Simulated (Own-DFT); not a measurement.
GaN (wurtzite, strained, atoms displaced) (calculated)

All values are calculated (Own-DFT development build). A calculation, not a measurement: plane-wave PBE density functional theory by an unreviewed code, no spin, of a simulated periodic cell, stress positive in tension, free energy of the whole cell less one offset for each atom, forces on such cells passed a denser k mesh, this cell's mesh not checked; offsets are fitted by least squares, one for each functional and potential file, so energies compare only between cells with the same atoms and settings and are not formation energies; the far tail of each file's local potential was reset to the Coulomb form; each entry is a single point on an unrelaxed cell, so the pressure reflects the starting lattice, mostly measured values (interpolated for alloys), from which strain is counted, and rises with the displacements; printed positions are rounded, which can move forces by about a meV/angstrom; the program, named Own-DFT, is a retired in-house code; no spin-orbit coupling.

```cif
# cell vector a (Å): 12.7560 0.0000 0.0000
# cell vector b (Å): -4.7835 8.2853 0.0000
# cell vector c (Å): 0.0000 0.0000 10.2663
data_GaN
_symmetry_space_group_name_H-M 'P 1'
_symmetry_Int_Tables_number 1
_cell_length_a 12.7560
_cell_length_b 9.5670
_cell_length_c 10.2663
_cell_angle_alpha 90.000
_cell_angle_beta 90.000
_cell_angle_gamma 120.000
_cell_volume 1085.02
loop_
_atom_site_label
_atom_site_type_symbol
_atom_site_fract_x
_atom_site_fract_y
_atom_site_fract_z
_atom_site_occupancy
Ga1 Ga 0.08157 0.21858 0.99619 1
Ga2 Ga 0.16588 0.11586 0.24730 1
N1 N 0.08969 0.22530 0.19207 1
N2 N 0.16149 0.09850 0.44780 1
Ga3 Ga 0.08488 0.22375 0.50511 1
Ga4 Ga 0.17046 0.10924 0.74984 1
N3 N 0.08374 0.22196 0.69181 1
N4 N 0.17270 0.11116 0.93985 1
Ga5 Ga 0.08745 0.56037 0.99984 1
Ga6 Ga 0.16623 0.44525 0.25008 1
N5 N 0.08673 0.55994 0.18520 1
N6 N 0.16894 0.44480 0.43145 1
Ga7 Ga 0.08442 0.56138 0.49665 1
Ga8 Ga 0.16733 0.44467 0.74432 1
N7 N 0.08446 0.54480 0.68692 1
N8 N 0.16620 0.44449 0.93926 1
Ga9 Ga 0.08296 0.88424 0.00324 1
Ga10 Ga 0.15364 0.77350 0.24492 1
N9 N 0.08699 0.89726 0.18518 1
N10 N 0.17831 0.78429 0.43486 1
Ga11 Ga 0.08384 0.87640 0.50311 1
Ga12 Ga 0.15785 0.76601 0.75032 1
N11 N 0.08506 0.89362 0.68965 1
N12 N 0.16874 0.77540 0.94311 1
Ga13 Ga 0.33510 0.22552 0.99197 1
Ga14 Ga 0.42555 0.11589 0.24390 1
N13 N 0.33654 0.22908 0.19308 1
N14 N 0.41578 0.10994 0.43928 1
Ga15 Ga 0.33200 0.22198 0.50181 1
Ga16 Ga 0.42132 0.11586 0.75760 1
N15 N 0.33087 0.22419 0.68241 1
N16 N 0.41969 0.11223 0.93699 1
Ga17 Ga 0.32869 0.55358 0.99885 1
Ga18 Ga 0.41764 0.44461 0.24965 1
N17 N 0.33953 0.55833 0.18584 1
N18 N 0.41222 0.45097 0.44598 1
Ga19 Ga 0.33019 0.54931 0.49878 1
Ga20 Ga 0.41216 0.44070 0.75378 1
N19 N 0.33538 0.54908 0.68352 1
N20 N 0.42102 0.45105 0.94515 1
Ga21 Ga 0.33456 0.89123 0.99583 1
Ga22 Ga 0.41500 0.77342 0.24023 1
N21 N 0.33010 0.88118 0.18041 1
N22 N 0.41327 0.77033 0.43675 1
Ga23 Ga 0.33025 0.88914 0.49828 1
Ga24 Ga 0.41073 0.77265 0.75590 1
N23 N 0.33588 0.89373 0.69331 1
N24 N 0.42307 0.78964 0.93414 1
Ga25 Ga 0.57827 0.22201 0.99821 1
Ga26 Ga 0.66992 0.11030 0.24665 1
N25 N 0.57494 0.22097 0.18313 1
N26 N 0.65898 0.10353 0.42946 1
Ga27 Ga 0.58772 0.22023 0.50198 1
Ga28 Ga 0.66012 0.10865 0.75136 1
N27 N 0.58098 0.22748 0.68556 1
N28 N 0.66332 0.10830 0.93277 1
Ga29 Ga 0.58166 0.54680 0.99576 1
Ga30 Ga 0.66027 0.44169 0.24722 1
N29 N 0.58428 0.55602 0.19613 1
N30 N 0.67426 0.44863 0.43851 1
Ga31 Ga 0.57971 0.56064 0.50599 1
Ga32 Ga 0.66532 0.44420 0.75398 1
N31 N 0.57885 0.55778 0.68515 1
N32 N 0.66321 0.44268 0.94875 1
Ga33 Ga 0.58167 0.88558 0.00175 1
Ga34 Ga 0.66582 0.77467 0.24859 1
N33 N 0.58224 0.88669 0.18903 1
N34 N 0.66240 0.76803 0.43725 1
Ga35 Ga 0.59222 0.90060 0.49848 1
Ga36 Ga 0.67185 0.78616 0.75456 1
N35 N 0.58628 0.88350 0.69228 1
N36 N 0.66747 0.77809 0.93527 1
Ga37 Ga 0.83436 0.22641 0.00889 1
Ga38 Ga 0.92142 0.11808 0.25288 1
N37 N 0.83233 0.22352 0.17909 1
N38 N 0.91699 0.10673 0.44551 1
Ga39 Ga 0.83503 0.23423 0.50326 1
Ga40 Ga 0.91797 0.11215 0.75009 1
N39 N 0.83831 0.22315 0.68598 1
N40 N 0.91935 0.11269 0.93907 1
Ga41 Ga 0.83254 0.55644 0.00500 1
Ga42 Ga 0.91613 0.45201 0.25783 1
N41 N 0.83021 0.54715 0.19165 1
N42 N 0.91184 0.45016 0.43696 1
Ga43 Ga 0.82184 0.54679 0.49290 1
Ga44 Ga 0.91478 0.44443 0.74663 1
N43 N 0.83684 0.55577 0.68179 1
N44 N 0.91924 0.44478 0.94623 1
Ga45 Ga 0.82859 0.88396 0.99651 1
Ga46 Ga 0.91362 0.78053 0.25189 1
N45 N 0.83334 0.89661 0.18879 1
N46 N 0.91894 0.78645 0.43574 1
Ga47 Ga 0.83096 0.87181 0.50017 1
Ga48 Ga 0.91525 0.78346 0.74910 1
N47 N 0.82364 0.87236 0.69820 1
N48 N 0.92069 0.78135 0.94015 1
_calc_functional 'PBE'
_calc_potential_files 'PseudoDojo norm-conserving, scalar-relativistic, standard set with the stringent files for Ga'
_calc_wave_cutoff 96  # hartree
_calc_occupations 'Gaussian'
_calc_smearing_width 0.01  # eV
_calc_k_mesh '3 x 4 x 3 centred on Gamma'
_calc_free_energy_of_cell_above_offsets '-4.000'  # eV
_calc_pressure 9.16  # GPa
_calc_stress_xx -8.59  # GPa
_calc_stress_yy -6.69  # GPa
_calc_stress_zz -12.21  # GPa
_calc_stress_yz -0.11  # GPa
_calc_stress_xz -0.63  # GPa
_calc_stress_xy -0.16  # GPa
```

Force:
```tsv
element	x (eV/Å)	y (eV/Å)	z (eV/Å)
Ga	0.726	0.364	0.525
Ga	1.767	-0.328	1.606
N	-1.725	0.271	-1.134
N	-0.02	1.083	-1.181
Ga	0.208	-0.644	-0.811
Ga	-0.579	0.515	-0.017
N	0.28	-0.351	0.23
N	-1.038	-0.432	-0.268
Ga	-0.259	-1.019	-0.09
Ga	0.75	0.643	-0.941
N	-0.826	-1.107	1.05
N	-1.294	-0.415	1.548
Ga	0.768	-0.584	-0.184
Ga	1.266	-0.57	1.014
N	-1.692	1.294	-0.574
N	0.033	-0.231	-0.57
Ga	0.262	0.724	-1.032
Ga	2.533	1.187	0.302
N	-1.214	-0.766	0.918
N	-3.014	-1.941	-0.439
Ga	-0.561	1.13	-0.474
Ga	0.893	1.227	0.232
N	-0.074	-1.594	0.271
N	-0.651	0.474	-1.188
Ga	0.304	0.034	1.883
Ga	-3.341	-2.391	1.653
N	0.125	-1.139	-1.08
N	0.539	0.748	-0.365
Ga	0.138	-0.052	-1.551
Ga	-1.167	-0.552	-2.334
N	1.076	-0.241	2.254
N	-1.148	0.187	0.678
Ga	0.658	0.842	0.163
Ga	-0.29	0.347	0.965
N	-0.974	-1.004	-0.213
N	2.287	-1.782	-1.6
Ga	-0.827	1.854	-0.077
Ga	0.791	0.367	-0.553
N	-1.437	0.756	1.431
N	-0.955	-0.759	-1.186
Ga	0.119	-0.181	0.322
Ga	-0.533	0.702	1.759
N	-0.542	0.915	0.9
N	0.223	1.177	0.012
Ga	2.946	0.784	0.755
Ga	0.897	0.183	-2.349
N	-0.73	-0.722	-0.292
N	-0.507	-1.693	1.386
Ga	1.658	-0.483	0.132
Ga	-0.933	-0.065	-0.86
N	3.392	1.11	-0.049
N	1.274	2.188	0.86
Ga	-1.739	0.284	-1.067
Ga	0.945	-0.103	-0.862
N	1.02	-0.236	0.865
N	0.267	0.708	1.736
Ga	-0.724	2.163	1.504
Ga	0.918	-0.198	0.714
N	-0.294	0.017	-1.601
N	-4.129	-2.333	-1.117
Ga	0.163	-1.367	-1.145
Ga	-0.097	0.98	-0.694
N	0.985	-0.336	2.371
N	1.429	0.027	-1.664
Ga	0.578	0.594	-0.398
Ga	-0.105	0.591	0.29
N	0.419	0.362	-0.256
N	0.424	1.768	0.029
Ga	-0.903	-3.131	0.648
Ga	-1.925	-2.155	-0.486
N	-1.55	1.139	-0.909
N	-0.392	-0.842	1.606
Ga	-0.024	-0.584	-4.17
Ga	-0.231	-0.334	0.237
N	0.428	0.366	4.533
N	-0.98	0.432	-0.37
Ga	0.731	-1.87	-0.951
Ga	-0.037	-0.554	-0.067
N	-1.39	-0.167	0.689
N	-0.822	-0.466	0.013
Ga	0.697	-0.007	-0.546
Ga	1.121	-1.003	-2.254
N	-0.859	1.467	-0.011
N	1.543	-0.013	0.939
Ga	2.587	3.025	1.598
Ga	0.47	-0.263	1.13
N	-0.886	0.226	0.906
N	-0.662	0.477	-1.381
Ga	0.683	0.984	0.636
Ga	0.169	0.136	-1.032
N	0.332	-0.587	-0.216
N	1.723	-2.027	0.309
Ga	-2.074	1.912	0.769
Ga	1.585	-1.2	0.432
N	1.604	2.813	-2.133
N	-0.582	-0.752	-0.057
```
